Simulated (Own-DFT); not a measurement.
# Computed records: Hf36O71 (tetragonal hafnia with one neutral oxygen vacancy, atoms displaced)

Computed with Own-DFT development build. A calculation, not a measurement: plane-wave PBE and HSE06 DFT by an unreviewed code, no spin, of a simulated cell at Gamma alone, so results move with cell size and shape, stress positive in tension, energies less offsets, not probed for a lower state with spin; hafnium file: forces about 75 meV/angstrom off all-electron values; oxygen file: force components 24 meV/angstrom off all-electron in a glass; k mesh not checked against a denser one; forces and stress are PBE's, HSE06 gives the energy alone, and its difference from PBE has offsets of its own; offsets are fitted by least squares, one for each functional and potential file, so energies compare only between cells with the same atoms and settings and are not formation energies; the far tail of each file's local potential was reset to the Coulomb form; each entry is a single point on an unrelaxed cell, so the pressure reflects the starting lattice, taken from the Materials Project, from which strain is counted, and rises with the displacements; printed positions are rounded, which can move forces by about a meV/angstrom; the program is a retired in-house code; no spin-orbit coupling.

Settings shared by all entries: first functional PBE; second functional HSE06; exact exchange share 0.25; screening 0.11 1/bohr; exchange divergence Gygi-Baldereschi; potential files PseudoDojo norm-conserving, scalar-relativistic, made for PBE, standard set; wave cutoff 48 hartree; occupations fixed; k mesh 1 x 1 x 1 centred on Gamma.

(1) Hf36O71 (tetragonal hafnia with one neutral oxygen vacancy, atoms displaced)

```xyz
107
Lattice="10.7800 0.0000 0.0000 0.0000 10.7800 0.0000 0.0000 0.0000 10.4493" Properties=species:S:1:pos:R:3 Hf36O71
Hf    10.7535    10.7781     0.0242
Hf     1.7890     1.8268     2.5986
O      0.0696     1.7840     1.5579
O      1.7820    10.7608     3.6432
O      0.0280     1.7838     4.1969
O      1.8014     0.0060     1.0439
Hf     0.0556     0.0092     5.2591
Hf     1.8095     1.8025     7.8256
O     10.7666     1.7998     6.8091
O      1.7925     0.0458     8.8687
O     10.7714     1.7337     9.3927
O      1.8467    10.7367     6.2466
Hf     0.0193     3.6116    10.4237
Hf     1.8514     5.4008     2.5777
O     10.7605     5.4317     1.5436
O      1.8045     3.5686     3.6408
O     10.7579     5.4006     4.2151
O      1.8068     3.5818     0.9976
Hf     0.0089     3.6237     5.2081
Hf     1.7945     5.4217     7.8746
O     10.7433     5.4302     6.8005
O      1.7568     3.5859     8.8551
O      0.0452     5.3902     9.4724
O      1.7951     3.5671     6.2743
Hf     0.0627     7.1831     0.0236
Hf     1.8649     8.9806     2.5756
O     10.7218     8.9133     1.6295
O      1.7875     7.1734     3.6267
O      0.0031     8.9646     4.2382
O      1.7781     7.1408     1.0206
Hf     0.0101     7.1785     5.2088
Hf     1.7405     8.9678     7.7892
O      0.0490     9.0197     6.7921
O      1.8048     7.1935     8.8690
O     10.7704     8.9816     9.4173
O      1.7819     7.1818     6.2205
Hf     3.5817    10.7683     0.0726
Hf     5.3976     1.8127     2.6373
O      3.6121     1.8350     1.6386
O      5.4237     0.0024     3.6319
O      3.5450     1.7901     4.2040
O      5.3700     0.0191     0.9956
Hf     3.5624    10.7529     5.2248
Hf     5.3993     1.8559     7.8689
O      3.5977     1.8037     6.8588
O      5.4214    10.7439     8.8923
O      3.6211     1.8038     9.3836
O      5.4236    10.7444     6.2636
Hf     3.5713     3.5763    10.4299
Hf     5.3948     5.4270     2.6086
O      3.6007     5.3860     1.5523
O      5.3347     3.5631     3.5396
O      5.4416     3.6196     1.0194
Hf     3.6275     3.6620     5.2555
Hf     5.3613     5.3663     7.8109
O      3.6428     5.4205     6.8425
O      5.3821     3.6104     8.8334
O      3.6103     5.3799     9.4444
O      5.3763     3.5744     6.2922
Hf     3.5644     7.1634     0.0224
Hf     5.3827     8.9396     2.6147
O      3.6210     8.9656     1.6138
O      5.4188     7.1812     3.6531
O      3.5927     8.9202     4.1663
O      5.3426     7.1720     0.9847
Hf     3.5846     7.1831     5.2407
Hf     5.3479     8.9388     7.8050
O      3.6136     8.9665     6.7551
O      5.3906     7.1488     8.8843
O      3.6152     8.9786     9.4383
O      5.4145     7.1907     6.2470
Hf     7.1222    10.7669    10.4492
Hf     8.9608     1.8229     2.6116
O      7.2371     1.7360     1.6152
O      8.9488    10.7344     3.6051
O      7.1525     1.8156     4.1877
O      8.9964    10.7613     1.0393
Hf     7.1605    10.7713     5.2059
Hf     8.9394     1.7901     7.8501
O      7.2068     1.7629     6.8284
O      8.9493     0.0274     8.8135
O      7.1654     1.8020     9.4627
O      8.9916    10.7753     6.2593
Hf     7.1923     3.5671     0.0325
Hf     8.9909     5.3951     2.5937
O      7.1551     5.3649     1.6343
O      8.9955     3.5702     3.5411
O      7.2290     5.4251     4.1841
O      9.0194     3.6111     1.0280
Hf     7.1657     3.5928     5.2305
Hf     8.9755     5.3512     7.8150
O      7.1764     5.3406     6.8811
O      9.0311     3.5874     8.8730
O      7.1707     5.3374     9.4992
O      8.9693     3.5748     6.2328
Hf     7.1328     7.2041     0.0421
Hf     9.0267     9.0205     2.6161
O      7.1455     8.9507     1.6272
O      8.9848     7.1909     3.6676
O      7.1925     9.0192     4.2133
O      8.9282     7.2258     1.0377
Hf     7.1750     7.2268     5.2337
Hf     9.0154     9.0014     7.7423
O      7.2426     8.9699     6.8183
O      9.0198     7.1885     8.8422
O      7.1844     8.9810     9.4224
O      9.0016     7.1970     6.2279
```

The calculation gives: PBE energy of cell above offsets -100.584 eV; HSE06 less PBE above offsets -0.131 eV; PBE pressure 1.1 GPa; PBE stress xx -1.97 GPa; PBE stress yy 0.54 GPa; PBE stress zz -1.88 GPa; PBE stress yz -0.19 GPa; PBE stress xz 0.08 GPa; PBE stress xy 0.03 GPa.

Force:
```tsv
element	x (eV/Å)	y (eV/Å)	z (eV/Å)
Hf	-0.017	0.355	-0.751
Hf	0.195	-0.645	0.64
O	-1.208	0.088	0.184
O	0.295	-0.263	-0.204
O	-0.144	0.273	0.151
O	0	-0.693	0.205
Hf	-0.935	0.167	-0.629
Hf	-0.643	-0.173	0.32
O	0.324	-0.204	-0.098
O	0.238	-1.208	-0.409
O	-0.02	0.89	0.671
O	-0.521	0.169	0.35
Hf	-0.586	-1.088	-0.087
Hf	-1.218	-0.492	0.401
O	0.713	-0.175	0.668
O	0.243	1.536	-0.119
O	0.115	-0.445	-0.452
O	0.095	0.29	0.308
Hf	0.087	-0.794	0.278
Hf	-0.685	-0.758	-0.349
O	1.029	-0.411	0.385
O	0.346	0.419	0.059
O	0.365	0.25	-0.785
O	0.427	0.68	-0.556
Hf	-2.886	0.283	-0.466
Hf	-1.579	0.43	1.125
O	2.358	0.171	-0.607
O	0.658	-0.326	-0.271
O	0.09	0.534	-0.092
O	1.144	0.414	0.579
Hf	-1.09	-0.049	-0.45
Hf	1.204	1.104	1.35
O	-0.477	-0.117	-0.271
O	0.022	0.046	-0.119
O	0.541	0.154	0.109
O	0.678	-0.083	0.621
Hf	0.149	0.314	-1.927
Hf	0.16	-1.037	-0.603
O	-0.221	-0.131	-0.763
O	-0.372	-0.386	-0.149
O	0.447	0.156	0.86
O	-0.18	-0.038	0.782
Hf	1.27	0.525	-0.463
Hf	-0.174	-1.762	0.096
O	0.362	-0.164	-0.541
O	-0.098	0.467	-0.626
O	-0.044	-0.087	1.04
O	-0.861	-0.037	-0.369
Hf	0.931	-0.418	0.208
Hf	0.404	-0.778	-0.222
O	-0.029	0.111	0.887
O	-0.255	1.719	1.658
O	-1.112	-0.444	-0.31
Hf	-1.11	-1.092	-0.736
Hf	1.467	0.667	1.551
O	-1.63	-0.156	-0.992
O	-0.133	-0.027	0.373
O	-0.584	-0.035	-0.259
O	0.323	0.081	-0.843
Hf	0.654	0.349	-1.22
Hf	0.964	0.963	0.594
O	-0.396	0.03	-0.767
O	-0.49	-0.193	-0.011
O	-0.116	0.658	0.161
O	-0.055	0.001	1.136
Hf	0.193	-0.229	-0.283
Hf	1.178	0.776	1.042
O	-0.8	-0.268	0.326
O	-0.18	0.176	-0.624
O	-0.2	-0.13	0.26
O	-0.552	0.005	0.016
Hf	0.832	-0.473	-0.59
Hf	1.15	-1.276	-0.37
O	-1.018	0.316	-0.24
O	0.194	1.595	0.557
O	0.17	0.328	0.357
O	-0.293	-0.141	-0.437
Hf	0.51	0.16	0.382
Hf	1.213	-0.219	-0.022
O	-0.86	0.512	-0.277
O	0.032	-0.734	0.418
O	-0.079	0.093	-0.324
O	0.218	-0.143	-0.692
Hf	0.486	0.698	-0.055
Hf	-0.255	0.902	0.04
O	0.501	0.29	-0.02
O	-0.031	0.627	1.242
O	-0.475	-1.038	0.797
O	-0.301	-0.262	-0.193
Hf	0.679	0.371	-0.07
Hf	-0.168	1.026	1.043
O	-0.047	0.06	-0.782
O	-0.007	0.067	-0.2
O	0.208	0.597	-0.133
O	-0.08	0.289	-0.53
Hf	1.361	-0.087	-1.165
Hf	-1.211	-1.216	0.214
O	-0.04	0.175	-0.267
O	0.067	0.064	-0.48
O	-0.463	-0.945	0.134
O	0.551	-0.515	-0.353
Hf	1.231	0.177	-0.39
Hf	-0.528	-0.333	1.722
O	-1.226	-0.207	-0.292
O	-0.08	-0.458	-0.544
O	-0.052	-0.31	0.476
O	-0.258	0.086	0.068
```

(2) Hf36O71 (tetragonal hafnia with one neutral oxygen vacancy, atoms displaced)

```xyz
107
Lattice="10.7800 0.0000 0.0000 0.0000 10.7800 0.0000 0.0000 0.0000 10.4493" Properties=species:S:1:pos:R:3 Hf36O71
Hf    10.7556    10.7621    10.4174
Hf     1.7603     1.8264     2.5523
O      0.0198     1.7856     1.6224
O      1.7845    10.7720     3.6449
O     10.7315     1.8620     4.2134
O      1.7660    10.7270     0.9959
Hf    10.7730    10.7638     5.1751
Hf     1.7621     1.7734     7.8454
O      0.0151     1.8190     6.8132
O      1.7957     0.0305     8.8633
O      1.8207    10.7274     6.2652
Hf    10.7501     3.5581    10.4284
Hf     1.7682     5.3571     2.6647
O      0.0169     5.4033     1.6093
O      1.7828     3.6342     3.6066
O     10.7732     5.4121     4.1612
O      1.7795     3.6283     0.9904
Hf     0.0155     3.5737     5.2079
Hf     1.8365     5.3753     7.8632
O      0.0504     5.3542     6.8394
O      1.7737     3.5636     8.8417
O      0.0133     5.3660     9.4394
O      1.8228     3.6383     6.2436
Hf     0.0522     7.1607    10.3937
Hf     1.8309     8.9992     2.6025
O      0.0512     8.9961     1.5874
O      1.7824     7.1642     3.5654
O     10.7441     8.9582     4.2286
O      1.8082     7.2124     1.0491
Hf     0.0412     7.1873     5.1591
Hf     1.8854     8.9917     7.8748
O     10.7583     8.9464     6.8217
O      1.7764     7.1327     8.8087
O      0.0268     9.0043     9.3894
O      1.7556     7.1735     6.2303
Hf     3.6000     0.0145     0.0075
Hf     5.3560     1.8185     2.6357
O      3.6675     1.8194     1.5989
O      5.3832     0.0174     3.6232
O      3.5618     1.8100     4.2364
O      5.4066     0.0817     0.9952
Hf     3.5974     0.0171     5.1729
Hf     5.3647     1.8134     7.8947
O      3.6022     1.7722     6.8171
O      5.3381    10.7439     8.8239
O      3.5770     1.8217     9.4263
O      5.4529    10.7143     6.2935
Hf     3.5788     3.5480    10.4473
Hf     5.3932     5.3993     2.6197
O      3.5736     5.4115     1.5592
O      5.4458     3.6187     3.5864
O      3.6263     5.3888     4.2363
O      5.3878     3.5897     1.0471
Hf     3.6058     3.6345     5.2643
Hf     5.3575     5.4013     7.8224
O      3.5782     5.4022     6.8136
O      5.4190     3.6329     8.8374
O      3.5951     5.3731     9.4017
O      5.4087     3.5656     6.2398
Hf     3.6119     7.2240    10.4097
Hf     5.3912     8.9969     2.6164
O      3.5699     9.0019     1.5723
O      5.3969     7.1363     3.6333
O      3.5691     8.9805     4.1775
O      5.4305     7.1846     1.0491
Hf     3.6040     7.1761     5.2460
Hf     5.3873     8.9907     7.8944
O      3.6043     9.0054     6.8318
O      5.3912     7.1889     8.8479
O      3.6041     8.9627     9.4236
O      5.4066     7.1891     6.2523
Hf     7.2365    10.7295     0.0490
Hf     8.9653     1.7814     2.6132
O      7.2282     1.8480     1.6086
O      8.9772     0.0466     3.6383
O      7.1871     1.8160     4.1924
O      8.9073    10.7788     1.0050
Hf     7.2088     0.0045     5.2456
Hf     8.9568     1.7873     7.8579
O      7.2624     1.7938     6.8375
O      8.9686     0.0252     8.9066
O      7.1937     1.7071     9.4665
O      8.9884     0.0112     6.2665
Hf     7.1970     3.5649     0.0158
Hf     9.0353     5.4002     2.6130
O      7.1736     5.3489     1.5745
O      8.9399     3.5936     3.6223
O      7.1732     5.4294     4.2562
O      8.9771     3.6159     1.0500
Hf     7.2156     3.6265     5.2414
Hf     9.0325     5.4121     7.8761
O      7.2054     5.3816     6.8411
O      9.0013     3.5600     8.8464
O      7.1851     5.4076     9.4109
O      8.9332     3.6008     6.2097
Hf     7.2133     7.1824    10.4075
Hf     8.9884     8.9898     2.6157
O      7.1833     8.9262     1.6184
O      8.9809     7.1963     3.6238
O      7.1463     8.9775     4.2125
O      8.9390     7.2167     1.0628
Hf     7.2067     7.1887     5.2567
Hf     8.9665     9.0538     7.8462
O      7.1913     8.9768     6.8116
O      8.9735     7.2184     8.8432
O      7.1792     8.9836     9.4075
O      9.0327     7.1801     6.2529
```

The calculation gives: PBE energy of cell above offsets -100.700 eV; HSE06 less PBE above offsets -0.121 eV; PBE pressure 0.98 GPa; PBE stress xx 0.6 GPa; PBE stress yy -1.83 GPa; PBE stress zz -1.72 GPa; PBE stress yz -0.4 GPa; PBE stress xz -0.79 GPa; PBE stress xy -0.01 GPa.

Force:
```tsv
element	x (eV/Å)	y (eV/Å)	z (eV/Å)
Hf	0.165	0.132	0.166
Hf	1.082	-0.134	0.895
O	-0.693	-0.079	-0.924
O	-0.24	0.867	-0.264
O	0.587	-1.315	-0.35
O	0.668	0.795	-0.007
Hf	0.378	-0.096	1.143
Hf	0.518	0.334	-0.694
O	-0.322	-0.008	0.492
O	-0.149	-0.349	0.413
O	-0.509	0.217	-0.54
Hf	-0.004	-0.231	0.072
Hf	0.786	1.224	-1.711
O	-0.135	0.111	-0.491
O	-0.047	-1.587	0.51
O	-0.054	-0.858	0.266
O	-0.058	-0.795	0.152
Hf	-0.58	1.18	0.983
Hf	-0.736	-0.721	-0.815
O	-0.619	-0.176	0.099
O	-0.339	-0.208	0.321
O	-0.342	0.035	0.061
O	-0.097	-0.374	-0.337
Hf	-0.413	0.613	1.217
Hf	-0.343	-0.712	-0.211
O	-1.28	0.198	0.18
O	0.075	0.591	0.958
O	0.056	0.95	-0.724
O	-0.033	0.145	-1.436
Hf	-0.893	-0.073	1.408
Hf	-1.832	0.085	-1.31
O	0.644	0.649	0.325
O	0.152	1.187	0.967
O	0.005	-0.291	0.594
O	1.291	0.165	-0.184
Hf	0.182	-0.047	0.103
Hf	1.825	0.518	0.093
O	-2.413	-0.234	-0.469
O	-0.304	-0.212	0.117
O	0.147	0.434	-0.484
O	-0.187	-0.617	0.154
Hf	0.425	-0.199	1.225
Hf	0.607	-0.39	-1.082
O	0.047	0.027	0.387
O	-0.414	0.92	0.842
O	0.438	-0.691	-0.049
O	-0.799	0.534	-0.891
Hf	0.569	1.607	0.657
Hf	0.028	-0.072	-0.964
O	0.082	-0.193	0.644
O	-0.521	-0.387	0.672
O	-0.32	0.031	-0.076
O	-0.154	-0.264	-0.994
Hf	0.264	-0.614	-0.163
Hf	1.163	0.168	-0.005
O	0.436	0.058	-0.281
O	-0.056	-0.842	0.378
O	-0.072	0.087	0.109
O	-0.456	0.123	0.238
Hf	0.255	-1.863	1.688
Hf	0.19	-1.023	0.309
O	1.01	0.28	-0.244
O	-0.374	1.488	0.161
O	0.146	-0.17	0.23
O	-0.797	0.374	-0.843
Hf	0.102	0.261	-0.219
Hf	0.681	0.01	-1.635
O	0.192	-0.499	-0.074
O	-0.313	-0.2	0.379
O	-0.494	0.783	-0.21
O	-0.593	-0.159	0.014
Hf	-1.658	0.34	-0.81
Hf	-0.571	1.254	0.445
O	-0.782	-0.152	-0.089
O	0.363	-1.046	0.098
O	-0.03	-0.538	0.52
O	2.322	-0.168	0.993
Hf	-0.548	0.213	-0.035
Hf	0.456	0.136	-0.436
O	-1.754	-0.062	0.142
O	0.74	-0.124	0.039
O	-0.362	1.065	-0.255
O	0.458	-0.188	-0.122
Hf	-0.522	0.475	0.466
Hf	-1.183	-0.019	-0.151
O	0.53	0.048	0.329
O	0.315	0.252	-0.085
O	0.192	-0.36	-0.308
O	0.795	-0.155	-0.754
Hf	-0.426	-0.047	-0.775
Hf	-0.443	0.213	-1.191
O	-0.181	0.138	0.268
O	0.349	0.121	0.521
O	0.353	-0.552	0.298
O	1.804	0.053	0.44
Hf	-0.194	-0.538	0.875
Hf	0.165	-0.859	-0.089
O	-0.124	0.869	-0.127
O	0.005	0.224	0.023
O	0.231	0.434	-0.129
O	1.223	-0.118	-0.856
Hf	0.431	-0.011	0.131
Hf	0.63	-1.086	-0.993
O	0.253	-0.084	0.402
O	0.26	-0.101	0.43
O	-0.003	0.227	0.197
O	-0.314	-0.36	-0.343
```

(3) Hf36O71 (tetragonal hafnia with one neutral oxygen vacancy, atoms displaced)

```xyz
107
Lattice="10.7800 0.0000 0.0000 0.0000 10.7800 0.0000 0.0000 0.0000 10.4493" Properties=species:S:1:pos:R:3 Hf36O71
Hf     0.0371     0.0268     0.0434
Hf     1.7963     1.8309     2.6300
O      0.0549     1.7891     1.6116
O      1.7837    10.7508     3.6819
O     10.7264     1.7642     4.1681
O      1.7766     0.0100     0.9905
Hf     0.0108    10.7706     5.2072
Hf     1.7827     1.7927     7.7995
O      0.0414     1.7944     6.7932
O      1.8074     0.0418     8.8895
O      1.7891     0.0426     6.2020
Hf    10.7738     3.5311    10.3958
Hf     1.7722     5.4100     2.6254
O     10.7372     5.3896     1.5498
O      1.7981     3.6062     3.6445
O     10.7672     5.3407     4.1679
O      1.8284     3.5951     1.0482
Hf     0.0042     3.5922     5.2254
Hf     1.7653     5.4012     7.8389
O     10.7711     5.3855     6.7630
O      1.7326     3.5814     8.8637
O      0.0209     5.3854     9.4343
O      1.7962     3.5787     6.2749
Hf     0.0008     7.1188    10.4451
Hf     1.8427     8.9537     2.6228
O      0.0138     8.9523     1.6454
O      1.7557     7.1770     3.6183
O      0.0205     9.0206     4.2727
O      1.7448     7.1941     1.0760
Hf    10.7707     7.1930     5.2280
Hf     1.7968     9.0017     7.8150
O     10.7420     9.0122     6.7856
O      1.8121     7.2233     8.8235
O      0.0138     8.9212     9.4362
O      1.8048     7.2088     6.2413
Hf     3.5599     0.0002     0.0035
Hf     5.3808     1.7573     2.5721
O      3.5999     1.7659     1.6209
O      5.3308    10.7562     3.5635
O      3.5781     1.8245     4.2480
O      5.3798    10.7686     0.9791
Hf     3.5568    10.7451     5.2194
Hf     5.3726     1.7827     7.8213
O      3.6507     1.7810     6.8386
O      5.4183    10.7238     8.8918
O      3.5776     1.8023     9.3997
O      5.4163    10.7756     6.2259
Hf     3.6008     3.5494    10.4458
Hf     5.4323     5.4045     2.6077
O      3.5677     5.3579     1.5706
O      5.3732     3.5685     3.6521
O      3.6081     5.3764     4.2096
O      5.4447     3.5698     1.0319
Hf     3.5704     3.5813     5.2151
Hf     5.3878     5.4114     7.8463
O      3.5744     5.3276     6.8357
O      5.4724     3.6257     8.8739
O      3.5950     5.3814     9.4678
O      5.4156     3.6381     6.2100
Hf     3.5674     7.2091    10.4250
Hf     5.4188     8.9856     2.5809
O      3.5807     8.9493     1.5492
O      5.3500     7.1944     3.5707
O      3.6213     8.9657     4.1612
O      5.3757     7.2015     1.0413
Hf     3.6413     7.2298     5.2141
Hf     5.4341     8.9748     7.8359
O      3.6094     8.9790     6.8093
O      5.4506     7.2257     8.8607
O      3.6110     8.9967     9.3637
O      5.3516     7.1636     6.2563
Hf     7.2225    10.7622     0.0395
Hf     9.0003     1.8070     2.6016
O      7.1950     1.7019     1.6023
O      8.9483    10.7450     3.6449
O      7.1754     1.7462     4.1467
O      8.9530     0.0059     1.0331
Hf     7.1267     0.0136     5.1796
Hf     9.0187     1.7570     7.8732
O      7.1822     1.7583     6.8204
O      9.0060     0.0044     8.8665
O      7.1612     1.8476     9.4478
O      8.9827    10.7736     6.2225
Hf     7.1670     3.5848     0.0075
Hf     8.9559     5.3942     2.5643
O      7.1818     5.3948     1.6329
O      9.0130     3.5557     3.6997
O      7.1319     5.4341     4.2317
O      8.9843     3.5680     1.0383
Hf     7.1784     3.6258     5.2685
Hf     9.0081     5.3703     7.8611
O      7.2003     5.3926     6.8253
O      9.0431     3.5859     8.8445
O      7.1873     5.3672     9.4313
O      9.0154     3.6161     6.2324
Hf     7.1643     7.1881    10.4097
Hf     8.9843     8.9931     2.6299
O      7.2039     8.9894     1.5937
O      8.9762     7.1339     3.6171
O      7.1927     9.0110     4.2024
O      9.0031     7.1789     1.0420
Hf     7.1994     7.1394     5.1504
Hf     8.9843     8.9662     7.8936
O      7.1869     9.0021     6.8125
O      9.0069     7.1885     8.8431
O      7.1787     8.9702     9.4498
O      8.9882     7.1761     6.2078
```

Results for Hf36O71 (tetragonal hafnia with one neutral oxygen vacancy, atoms displaced): PBE energy of cell above offsets -101.089 eV; HSE06 less PBE above offsets -0.146 eV; PBE pressure 0.68 GPa; PBE stress xx -0.14 GPa; PBE stress yy -0.56 GPa; PBE stress zz -1.33 GPa; PBE stress yz -0.41 GPa; PBE stress xz 0.18 GPa; PBE stress xy 0 GPa.

Force:
```tsv
element	x (eV/Å)	y (eV/Å)	z (eV/Å)
Hf	-0.868	-0.566	-0.752
Hf	0.345	-0.208	0.623
O	-0.749	-0.062	-1.049
O	0.522	0.438	-0.868
O	0.543	0.466	0.14
O	0.583	-0.138	0.681
Hf	-1.209	0.316	0.284
Hf	0.704	0.369	0.151
O	-0.878	-0.015	0.871
O	-0.683	-0.375	-0.43
O	0.486	-0.261	1.017
Hf	0.412	0.065	0.672
Hf	0.12	-0.356	-0.541
O	0.474	-0.157	0.285
O	-0.044	-0.334	0.092
O	0.229	0.809	0.218
O	-0.653	-0.435	-0.593
Hf	-0.293	-0.157	-0.45
Hf	0.472	-0.133	-0.464
O	0.313	0.174	0.657
O	-0.271	-0.277	0.11
O	-0.033	-0.429	-0.637
O	-0.008	-0.123	-0.16
Hf	-0.227	0.967	0.783
Hf	-0.867	0.052	-0.045
O	-0.125	0.557	0.095
O	0.145	0.273	0.438
O	-0.252	-1.294	-0.824
O	0.97	-0.207	-0.893
Hf	0.217	-0.267	-0.242
Hf	-0.356	-0.141	0.019
O	0.675	-0.214	0.888
O	0.185	-0.62	0.372
O	-0.028	1.149	0.227
O	0.022	0.002	-0.124
Hf	0.699	-0.224	-0.627
Hf	0.907	0.764	0.823
O	-0.465	0.033	-0.581
O	0.007	0.157	0.548
O	-0.198	-1.111	-0.301
O	-0.087	-0.102	0.292
Hf	0.664	0.544	-0.212
Hf	1.202	-0.229	0.801
O	-0.966	0.047	-0.376
O	-0.074	1.043	-0.708
O	0.396	-0.079	0.382
O	-1.202	-0.037	-0.009
Hf	0.086	0.918	0.559
Hf	-1.889	-0.921	0.225
O	0.614	0.272	0.54
O	0.317	0.225	-0.655
O	-0.173	0.629	0.159
O	-0.926	-0.111	0.014
Hf	0.585	0.845	0.176
Hf	-0.181	-0.446	-0.345
O	0.017	0.27	0.488
O	-0.733	-0.399	-0.44
O	0.005	0.063	-0.406
O	-0.528	-0.175	0.634
Hf	-0.184	-0.127	0.642
Hf	-0.349	-0.112	-0.311
O	0.131	0.287	-0.04
O	0.334	0.119	0.759
O	-0.311	0.182	0.158
O	0.278	-0.168	-0.781
Hf	-0.777	-1.058	0.039
Hf	-0.158	0.748	-0.311
O	-0.26	0.318	-0.401
O	-0.21	-0.897	0.264
O	-0.43	-0.133	0.671
O	0.884	-0.087	-0.306
Hf	-0.991	0.823	-0.571
Hf	-0.422	-0.298	0.949
O	-0.144	0.32	-0.233
O	0.39	0.443	-0.636
O	-0.161	1.043	0.527
O	1.583	-0.149	-0.008
Hf	1.666	0.171	0.699
Hf	-0.654	0.02	-1.259
O	0.153	0.519	0.145
O	0.22	-0.044	0.463
O	0.46	-1.085	-0.036
O	-0.204	0.391	0.177
Hf	0.159	-0.248	-0.219
Hf	1.407	-0.635	0.608
O	0.057	0.039	-0.685
O	-0.654	0.709	-0.987
O	-0.027	-1.486	-0.805
O	0.01	-0.22	-0.252
Hf	0.412	-1.119	-0.69
Hf	-0.257	0.158	-0.904
O	0.092	0.013	0.088
O	0.546	-0.361	0.367
O	0.393	0.528	0.17
O	-0.573	-0.072	0.528
Hf	0.214	-0.123	0.747
Hf	0.382	-0.128	0.044
O	-0.037	-0.033	-0.206
O	-0.154	0.801	0.251
O	-0.411	-1.14	-0.391
O	-0.782	-0.117	-0.672
Hf	0.211	1.82	1.599
Hf	0.039	0.551	-1.437
O	0.303	-0.39	0.475
O	-0.305	-0.674	0.278
O	0.554	0.086	-0.162
O	-0.374	-0.027	0.125
```
